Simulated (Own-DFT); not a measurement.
Hf₃₆O₇₁ (tetragonal hafnia with one neutral oxygen vacancy, atoms displaced) (calculated)

All values are calculated (Own-DFT development build). A calculation, not a measurement: plane-wave PBE and HSE06 DFT by an unreviewed code, no spin, of a simulated cell at Gamma alone, so results move with cell size and shape, stress positive in tension, energies less offsets, not probed for a lower state with spin; hafnium file: forces about 75 meV/angstrom off all-electron values; oxygen file: force components 24 meV/angstrom off all-electron in a glass; k mesh not checked against a denser one; forces and stress are PBE's, HSE06 gives the energy alone, and its difference from PBE has offsets of its own; offsets are fitted by least squares, one for each functional and potential file, so energies compare only between cells with the same atoms and settings and are not formation energies; the far tail of each file's local potential was reset to the Coulomb form; each entry is a single point on an unrelaxed cell, so the pressure reflects the starting lattice, taken from the Materials Project, from which strain is counted, and rises with the displacements; printed positions are rounded, which can move forces by about a meV/angstrom; the program is a retired in-house code; no spin-orbit coupling.

Settings shared by all entries: first functional PBE; second functional HSE06; exact exchange share 0.25; screening 0.11 1/bohr; exchange divergence Gygi-Baldereschi; potential files PseudoDojo norm-conserving, scalar-relativistic, made for PBE, standard set; wave cutoff 48 hartree; occupations fixed; k mesh 1 x 1 x 1 centred on Gamma.

```yaml
- entry: 1
  formula: Hf36O71
  kind: "tetragonal hafnia with one neutral oxygen vacancy, atoms displaced"
  structure:
    cell_angstrom: [[10.78, 0.0, 0.0], [0.0, 10.78, 0.0], [0.0, 0.0, 10.4493]]
    atoms_fractional:
      - [Hf, 0.98941, 0.01361, 0.99123]
      - [Hf, 0.14995, 0.18164, 0.25507]
      - [O, 0.98861, 0.16826, 0.14239]
      - [O, 0.17132, 0.00431, 0.32524]
      - [O, 0.9984, 0.18249, 0.40879]
      - [O, 0.16869, 0.01242, 0.09871]
      - [Hf, 0.99531, 0.00068, 0.50552]
      - [Hf, 0.1684, 0.16255, 0.73348]
      - [O, 0.00431, 0.1583, 0.64529]
      - [O, 0.17012, 0.01113, 0.85817]
      - [O, 0.00622, 0.176, 0.89697]
      - [O, 0.16788, 0.00421, 0.59141]
      - [Hf, 0.99817, 0.33217, 0.99943]
      - [Hf, 0.16269, 0.5, 0.26302]
      - [O, 0.00262, 0.4895, 0.15796]
      - [O, 0.14968, 0.32532, 0.35038]
      - [O, 0.01313, 0.50066, 0.38949]
      - [O, 0.17227, 0.32576, 0.09919]
      - [Hf, 0.98183, 0.33372, 0.50721]
      - [Hf, 0.17173, 0.50029, 0.76101]
      - [O, 0.00201, 0.4852, 0.65632]
      - [O, 0.15273, 0.33578, 0.84746]
      - [O, 0.00867, 0.50653, 0.89897]
      - [O, 0.16827, 0.32863, 0.59538]
      - [Hf, 0.99062, 0.66212, 0.9953]
      - [Hf, 0.16707, 0.83447, 0.24404]
      - [O, 0.99051, 0.83032, 0.15916]
      - [O, 0.16597, 0.67294, 0.33754]
      - [O, 0.98802, 0.82038, 0.39491]
      - [O, 0.16584, 0.66609, 0.09385]
      - [Hf, 0.99342, 0.66567, 0.5112]
      - [Hf, 0.16968, 0.83626, 0.74529]
      - [O, 0.00415, 0.84088, 0.64147]
      - [O, 0.17702, 0.67897, 0.84396]
      - [O, 0.00531, 0.82835, 0.89908]
      - [O, 0.1576, 0.66659, 0.59291]
      - [Hf, 0.33327, 0.0, 0.99916]
      - [Hf, 0.50524, 0.16178, 0.24329]
      - [O, 0.33887, 0.16602, 0.14902]
      - [O, 0.5064, 0.00084, 0.35282]
      - [O, 0.34668, 0.16263, 0.39459]
      - [O, 0.49857, 0.99393, 0.09766]
      - [Hf, 0.32853, 0.99709, 0.51538]
      - [Hf, 0.48932, 0.16666, 0.74828]
      - [O, 0.33842, 0.15913, 0.65166]
      - [O, 0.49805, 0.01102, 0.84281]
      - [O, 0.31303, 0.17891, 0.91452]
      - [Hf, 0.3233, 0.32925, 0.00446]
      - [Hf, 0.50154, 0.48679, 0.25045]
      - [O, 0.32725, 0.50198, 0.15323]
      - [O, 0.49414, 0.34918, 0.34206]
      - [O, 0.34315, 0.50013, 0.4069]
      - [O, 0.49433, 0.34759, 0.09697]
      - [Hf, 0.33404, 0.34197, 0.4869]
      - [Hf, 0.50929, 0.50465, 0.7554]
      - [O, 0.34318, 0.50628, 0.66116]
      - [O, 0.48904, 0.33577, 0.84227]
      - [O, 0.32909, 0.49165, 0.89297]
      - [O, 0.49217, 0.3416, 0.58728]
      - [Hf, 0.32623, 0.67794, 0.01794]
      - [Hf, 0.49231, 0.83795, 0.2374]
      - [O, 0.32794, 0.83757, 0.14245]
      - [O, 0.50698, 0.67403, 0.34738]
      - [O, 0.32078, 0.82891, 0.39579]
      - [O, 0.49287, 0.65771, 0.09]
      - [Hf, 0.33041, 0.67474, 0.4998]
      - [Hf, 0.48699, 0.83748, 0.7446]
      - [O, 0.32583, 0.83424, 0.64868]
      - [O, 0.50915, 0.65887, 0.84545]
      - [O, 0.34259, 0.83838, 0.9053]
      - [O, 0.50365, 0.66904, 0.5884]
      - [Hf, 0.65211, 0.99939, 0.99076]
      - [Hf, 0.84478, 0.16921, 0.23911]
      - [O, 0.66617, 0.15595, 0.149]
      - [O, 0.83749, 0.00994, 0.36423]
      - [O, 0.67675, 0.16148, 0.40422]
      - [O, 0.83133, 0.99608, 0.09929]
      - [Hf, 0.66409, 0.99437, 0.49601]
      - [Hf, 0.82818, 0.1728, 0.74316]
      - [O, 0.67938, 0.15554, 0.65421]
      - [O, 0.84515, 0.00527, 0.84889]
      - [O, 0.67425, 0.17131, 0.91305]
      - [O, 0.83827, 0.99064, 0.60003]
      - [Hf, 0.66805, 0.33012, 0.00215]
      - [Hf, 0.8319, 0.4925, 0.24102]
      - [O, 0.67328, 0.49189, 0.15137]
      - [O, 0.84916, 0.3247, 0.36224]
      - [O, 0.6636, 0.49671, 0.41115]
      - [O, 0.83872, 0.33105, 0.09017]
      - [Hf, 0.68016, 0.31737, 0.4964]
      - [Hf, 0.82359, 0.49519, 0.76041]
      - [O, 0.665, 0.50126, 0.65984]
      - [O, 0.83328, 0.33262, 0.85827]
      - [O, 0.67169, 0.51622, 0.91182]
      - [O, 0.83192, 0.33005, 0.61046]
      - [Hf, 0.6623, 0.66829, 0.99779]
      - [Hf, 0.83327, 0.82978, 0.24418]
      - [O, 0.66644, 0.82925, 0.15229]
      - [O, 0.8274, 0.6687, 0.3531]
      - [O, 0.66824, 0.83987, 0.41185]
      - [O, 0.84708, 0.66036, 0.11551]
      - [Hf, 0.67646, 0.66651, 0.49875]
      - [Hf, 0.83453, 0.82724, 0.76268]
      - [O, 0.67098, 0.82209, 0.64337]
      - [O, 0.84225, 0.65904, 0.85183]
      - [O, 0.66679, 0.83239, 0.90735]
      - [O, 0.84244, 0.66244, 0.59278]
  results:
    "PBE_energy_of_cell_above_offsets [eV]": "-86.933"
    "HSE06_less_PBE_above_offsets [eV]": "0.575"
    "PBE_pressure [GPa]": 5.74
    "PBE_stress_xx [GPa]": -6.96
    "PBE_stress_yy [GPa]": -4.8
    "PBE_stress_zz [GPa]": -5.45
    "PBE_stress_yz [GPa]": -0.32
    "PBE_stress_xz [GPa]": 1.27
    "PBE_stress_xy [GPa]": -0.3
    force_element: [Hf, Hf, O, O, O, O, Hf, Hf, O, O, O, O, Hf, Hf, O, O, O, O, Hf, Hf, O, O, O, O, Hf, Hf, O, O, O, O, Hf, Hf, O, O, O, O, Hf, Hf, O, O, O, O, Hf, Hf, O, O, O, Hf, Hf, O, O, O, O, Hf, Hf, O, O, O, O, Hf, Hf, O, O, O, O, Hf, Hf, O, O, O, O, Hf, Hf, O, O, O, O, Hf, Hf, O, O, O, O, Hf, Hf, O, O, O, O, Hf, Hf, O, O, O, O, Hf, Hf, O, O, O, O, Hf, Hf, O, O, O, O]
    "force_x [eV/angstrom]": [2.03, 2.785, 2.906, -0.849, 0.719, -0.967, -1.519, -0.755, -1.749, -0.003, -0.906, -0.529, 3.215, 0.269, -0.177, 2.132, -1.606, -3.332, 5.072, 1.31, -1.496, 0.285, -0.569, 0.713, 2.194, -2.39, 2.373, 0.836, 0.774, -2.219, 2.735, -3.108, -0.078, 0.153, -0.998, 2.069, -3.48, -3.116, 0.857, -0.003, -0.562, 0.263, 2.491, 1.748, -0.691, 0.409, 1.433, 1.975, -0.65, 0.128, 0.574, -1.436, 1.863, -0.176, -3.754, -1.453, 1.924, -0.56, 2.288, -0.025, 1.595, 0.77, -0.401, 0.79, 1.967, 0.891, 2.402, 1.337, -0.014, 0.752, -1.15, 2.548, -3.775, 0.714, 0.534, -1.255, -0.663, 0.912, 3.341, -4.107, -0.798, -0.341, -1.303, -1.434, 1.498, -0.766, -2.542, 0.928, -2.191, -2.972, 1.984, 2.164, -0.578, 0.665, -1.66, -1.032, 0.398, -1.219, -0.876, 0.372, -2.221, -1.55, 0.527, -0.304, -0.7, 0.527, -3.134]
    "force_y [eV/angstrom]": [-1.561, -4.353, 0.064, 0.244, -4.237, -0.882, -1.064, 2.468, 0.324, -1.933, -1.076, 0.021, 1.35, 0.761, -0.435, 3.594, 0.261, -0.324, 2.563, -0.128, 0.554, -0.728, -0.999, -0.366, 1.311, 0.824, 0.561, -1.28, 1.83, 0.278, 0.032, -0.377, -0.392, -0.509, 1.012, 0.209, 2.568, 0.568, 0.035, -0.745, 0.595, 0.152, 1.127, 3.009, -1.002, -1.54, -3.48, 3.339, 6.375, 0.217, -7.073, 2.206, -0.969, -2.272, -1.462, 0.446, -1.42, 1.191, -1.658, -2.956, -1.528, -0.2, 0.171, 1.982, 1.005, -2.207, -1.999, 0.257, 3.501, -0.29, 0.781, 0.54, -2.203, 1.167, -0.228, 1.097, 0.49, -0.086, -1.353, 0.375, -0.713, -1.237, 0.383, 1.738, 2.182, -0.087, 1.65, -1.638, 0.026, 2.568, 0.007, -0.114, 0.581, -4.619, -0.199, 1.339, 0.428, -0.167, -1.724, -1.404, -0.358, 0.647, 1.829, 0.944, 1.359, 0.678, -0.238]
    "force_z [eV/angstrom]": [0.654, -2.217, -1.021, 2.331, -1.58, -1.616, -2.334, 2.672, 0.339, -2.372, 0.08, 1.219, -1.495, -1.388, -1.424, 1.116, 2.763, 1.394, -0.103, -1.063, 0.112, -0.347, 0.798, -0.246, 1.326, 0.604, -1.709, 0.705, 1.277, 0.598, -4.464, 2.029, 1.625, -0.051, 0.015, 0.889, 0.922, 1.56, 0.796, -0.71, 1.498, 0.022, -4.409, -0.505, -0.548, 0.717, -2.922, -0.378, -2.73, 0.883, 2.154, -1.074, -0.432, 2.123, -1.351, -1.019, 0.278, 1.909, 0.177, -3.362, 2.93, -0.013, -1.393, 0.525, 0.72, -0.264, -0.107, -0.641, 0.552, -1.547, 0.877, 1.828, 3.363, -0.014, -2.201, -0.797, -0.499, 1.068, 2.161, -0.901, -0.42, -1.632, 0.825, 0.559, 2.46, -0.103, -1.737, -0.46, 2.146, 0.387, -1.361, -0.395, -0.726, -1.522, 0.821, 2.749, 2.736, -0.472, -0.659, -1.616, -1.503, -1.048, -2.298, 2.742, 0.18, -1.624, 3.598]
- entry: 2
  formula: Hf36O71
  kind: "tetragonal hafnia with one neutral oxygen vacancy, atoms displaced"
  structure:
    cell_angstrom: [[10.78, 0.0, 0.0], [0.0, 10.78, 0.0], [0.0, 0.0, 10.4493]]
    atoms_fractional:
      - [Hf, 0.99788, 0.01152, 0.99672]
      - [Hf, 0.16025, 0.16234, 0.25698]
      - [O, 0.00049, 0.1672, 0.12496]
      - [O, 0.17846, 0.9982, 0.35502]
      - [O, 0.99585, 0.17605, 0.40869]
      - [O, 0.16505, 0.0009, 0.10365]
      - [Hf, 0.00096, 0.00827, 0.50091]
      - [Hf, 0.16671, 0.16198, 0.76077]
      - [O, 0.99173, 0.17313, 0.66329]
      - [O, 0.17735, 0.00792, 0.84798]
      - [O, 0.00758, 0.16947, 0.90786]
      - [O, 0.16875, 0.99866, 0.59556]
      - [Hf, 0.99556, 0.33261, 0.99734]
      - [Hf, 0.17124, 0.5018, 0.23718]
      - [O, 0.16041, 0.33593, 0.34008]
      - [O, 0.99343, 0.51576, 0.39198]
      - [O, 0.17499, 0.32793, 0.10355]
      - [Hf, 0.99966, 0.33688, 0.48653]
      - [Hf, 0.16096, 0.50191, 0.74412]
      - [O, 0.00229, 0.49285, 0.63878]
      - [O, 0.15508, 0.32726, 0.84708]
      - [O, 0.99964, 0.50046, 0.91065]
      - [O, 0.15416, 0.33981, 0.59346]
      - [Hf, 0.00029, 0.66253, 0.99741]
      - [Hf, 0.15635, 0.83098, 0.26483]
      - [O, 0.01459, 0.83414, 0.14714]
      - [O, 0.16742, 0.66455, 0.33973]
      - [O, 0.99833, 0.82795, 0.40292]
      - [O, 0.17237, 0.6754, 0.10706]
      - [Hf, 0.99922, 0.6573, 0.4859]
      - [Hf, 0.16837, 0.84518, 0.75525]
      - [O, 0.99463, 0.82155, 0.66295]
      - [O, 0.16682, 0.66069, 0.84032]
      - [O, 0.0044, 0.82618, 0.89332]
      - [O, 0.15365, 0.66005, 0.59972]
      - [Hf, 0.33613, 0.00392, 0.99625]
      - [Hf, 0.49292, 0.15937, 0.25317]
      - [O, 0.32641, 0.17236, 0.15839]
      - [O, 0.51066, 0.00969, 0.34594]
      - [O, 0.33153, 0.17782, 0.39826]
      - [O, 0.49865, 0.01479, 0.09279]
      - [Hf, 0.34612, 0.99176, 0.51246]
      - [Hf, 0.5003, 0.17163, 0.74398]
      - [O, 0.32787, 0.16433, 0.65446]
      - [O, 0.5046, 0.99768, 0.84514]
      - [O, 0.3418, 0.17029, 0.89426]
      - [O, 0.48835, 0.00229, 0.60518]
      - [Hf, 0.34332, 0.33812, 0.01147]
      - [Hf, 0.49952, 0.49825, 0.25448]
      - [O, 0.33382, 0.49264, 0.15297]
      - [O, 0.49867, 0.32665, 0.34854]
      - [O, 0.33933, 0.50074, 0.41559]
      - [O, 0.49612, 0.33547, 0.09364]
      - [Hf, 0.33464, 0.33934, 0.48953]
      - [Hf, 0.49723, 0.49365, 0.7539]
      - [O, 0.32532, 0.51112, 0.64571]
      - [O, 0.50184, 0.34285, 0.83936]
      - [O, 0.32634, 0.51071, 0.90181]
      - [O, 0.50436, 0.32868, 0.60381]
      - [Hf, 0.35077, 0.6552, 0.99888]
      - [Hf, 0.49432, 0.83618, 0.24126]
      - [O, 0.33086, 0.83877, 0.15479]
      - [O, 0.4921, 0.66314, 0.34101]
      - [O, 0.3311, 0.84313, 0.39897]
      - [O, 0.50248, 0.67036, 0.09823]
      - [Hf, 0.344, 0.66378, 0.50255]
      - [Hf, 0.49877, 0.83007, 0.75022]
      - [O, 0.33015, 0.8384, 0.65884]
      - [O, 0.50222, 0.67452, 0.84526]
      - [O, 0.33425, 0.82829, 0.89377]
      - [O, 0.49194, 0.66867, 0.5887]
      - [Hf, 0.67345, 0.9971, 0.01242]
      - [Hf, 0.82344, 0.17624, 0.24699]
      - [O, 0.6747, 0.16758, 0.16034]
      - [O, 0.82032, 0.01388, 0.34993]
      - [O, 0.66737, 0.16478, 0.40759]
      - [O, 0.83413, 0.99808, 0.09498]
      - [Hf, 0.6779, 0.00363, 0.48807]
      - [Hf, 0.8315, 0.16621, 0.75923]
      - [O, 0.66123, 0.16491, 0.64161]
      - [O, 0.84672, 0.99455, 0.84656]
      - [O, 0.66534, 0.17632, 0.8951]
      - [O, 0.83417, 0.00509, 0.58708]
      - [Hf, 0.67162, 0.3305, 0.0019]
      - [Hf, 0.83527, 0.49132, 0.24886]
      - [O, 0.6571, 0.48268, 0.15244]
      - [O, 0.82683, 0.32979, 0.34223]
      - [O, 0.67131, 0.48731, 0.40823]
      - [O, 0.82517, 0.33196, 0.08424]
      - [Hf, 0.67227, 0.3392, 0.50486]
      - [Hf, 0.84723, 0.49176, 0.76016]
      - [O, 0.67014, 0.49739, 0.65112]
      - [O, 0.83171, 0.33061, 0.85494]
      - [O, 0.68185, 0.49691, 0.90719]
      - [O, 0.83154, 0.33643, 0.58513]
      - [Hf, 0.67194, 0.66885, 0.98921]
      - [Hf, 0.8308, 0.83722, 0.24297]
      - [O, 0.67841, 0.82834, 0.14175]
      - [O, 0.82853, 0.66665, 0.34853]
      - [O, 0.65595, 0.81271, 0.41861]
      - [O, 0.83937, 0.66916, 0.10023]
      - [Hf, 0.66128, 0.66364, 0.49844]
      - [Hf, 0.84404, 0.83556, 0.75182]
      - [O, 0.65127, 0.84921, 0.64542]
      - [O, 0.83429, 0.68153, 0.85241]
      - [O, 0.6653, 0.83293, 0.88824]
      - [O, 0.8308, 0.67801, 0.60374]
  results:
    "PBE_energy_of_cell_above_offsets [eV]": "-87.181"
    "HSE06_less_PBE_above_offsets [eV]": "0.508"
    "PBE_pressure [GPa]": 6.11
    "PBE_stress_xx [GPa]": -4.3
    "PBE_stress_yy [GPa]": -8.01
    "PBE_stress_zz [GPa]": -6.03
    "PBE_stress_yz [GPa]": 0.25
    "PBE_stress_xz [GPa]": -2.45
    "PBE_stress_xy [GPa]": -0.15
    force_element: [Hf, Hf, O, O, O, O, Hf, Hf, O, O, O, O, Hf, Hf, O, O, O, Hf, Hf, O, O, O, O, Hf, Hf, O, O, O, O, Hf, Hf, O, O, O, O, Hf, Hf, O, O, O, O, Hf, Hf, O, O, O, O, Hf, Hf, O, O, O, O, Hf, Hf, O, O, O, O, Hf, Hf, O, O, O, O, Hf, Hf, O, O, O, O, Hf, Hf, O, O, O, O, Hf, Hf, O, O, O, O, Hf, Hf, O, O, O, O, Hf, Hf, O, O, O, O, Hf, Hf, O, O, O, O, Hf, Hf, O, O, O, O]
    "force_x [eV/angstrom]": [1.854, 1.158, -1.185, -2.088, 0.426, 0.384, 0.946, 0.392, 0.759, -0.477, -0.957, -1.63, 2.882, -2.08, -0.264, -0.404, -1.396, 1.069, 0.886, -2.257, 0.267, -0.959, 1.834, 1.923, 1.864, -3.773, 0.168, -0.107, -0.059, -0.444, -1.01, 2.837, -0.584, 0.448, 1.469, -1.22, -0.747, 0.936, -0.195, 0.076, 1.349, -4.021, -0.807, 0.135, -0.317, -0.029, 3.562, -3.659, 0.611, 1.486, -0.07, 0.11, 2.509, -0.475, 0.165, 1.578, -0.244, 1.072, -1.494, -3.542, -1.256, 1.388, 0.002, 1.564, 1.677, -4.972, 0.673, 0.09, 0.427, -0.368, 3.067, -2.408, 3.114, -3.423, 1.008, 0.037, 0.761, -2.031, -1.014, 1.705, -0.518, 0.344, 1.067, -3.252, -0.636, 1.459, 0.789, -0.676, 2.969, -2.309, -1.712, -0.386, 1.026, -0.376, 1.88, 0.631, 3.029, -2.481, -0.5, 0.197, -0.628, 2.524, -2.592, 1.735, -0.059, 0.212, -0.435]
    "force_y [eV/angstrom]": [-2.65, -0.229, 0.287, 1.383, -2.776, 0.752, -1.215, 3.157, -0.826, -1.854, -0.465, -0.112, -0.5, 0.046, 0.866, -5.91, 1.289, 2.241, 0.02, 0.39, 1.677, -0.547, -0.571, 3.009, 0.825, 0.272, -1.199, 2.219, -2.064, 4.411, -3.093, 1.843, 0.968, 1.573, 0.359, -0.805, 2.657, -0.593, -3.369, -1.765, -0.713, 1.626, -1.526, 0.629, 0.662, 0.486, 0.749, -1.367, -1.284, 0.735, 1.384, 0.562, -0.819, -2.479, 2.252, -0.92, -1.616, -3.612, 0.98, 4.328, -0.729, 0.356, 0.628, -2.076, -0.086, 1.388, 2.888, -0.45, -3.618, 0.581, -0.072, -0.277, -1.559, -0.327, -2.519, 2.402, -0.125, -1.542, -0.927, -0.456, 2.674, -2.038, -0.246, 1.133, 2.472, 1.003, 1.303, 3.329, 0.386, -2.768, 2.418, 0.061, -0.023, 0.812, -0.031, 0.657, -1.58, 1.087, -0.123, 5.665, -0.93, -2.775, -1.257, -0.505, -3.598, 0.613, -0.974]
    "force_z [eV/angstrom]": [1.125, -1.505, 3.797, -0.351, -1.771, -1.12, 0.738, -2.98, -0.436, 1.917, -2.238, 0.896, 1.101, 0.287, 0.709, -3.058, -1.074, 2.554, -0.767, 1.526, 0.195, -1.307, -1.019, 0.576, -1.657, 0.364, 1.487, -0.489, -1.701, 4.919, -0.59, -1.747, 0.666, 1.602, -1.349, -0.415, -0.323, -0.654, 0.472, 0.015, 1.043, -1.681, -0.184, -0.093, 0.664, 1.647, 0.406, -2.381, 0.145, -0.316, -0.425, -2.943, 1.023, 2.93, -2.966, 1.474, 2.259, -0.7, -0.688, 0.047, 1.168, 0.006, 0.036, 0.316, 0.387, -0.838, -0.595, -1.554, 1.225, 1.856, 2.103, -3.731, 0.815, -2.265, -1.594, -1.345, 1.041, 2.724, -2.187, 1.558, 1.029, 0.913, 1.157, -1.189, -0.393, 0.8, 0.073, -2.179, 2.894, 0.866, -2.394, 1.583, -0.889, -0.337, 1.747, -0.218, 1.279, 0.199, -1.373, -4.214, 0.028, 2.89, -1.744, 0.526, 0.797, 2.45, -1.071]
```
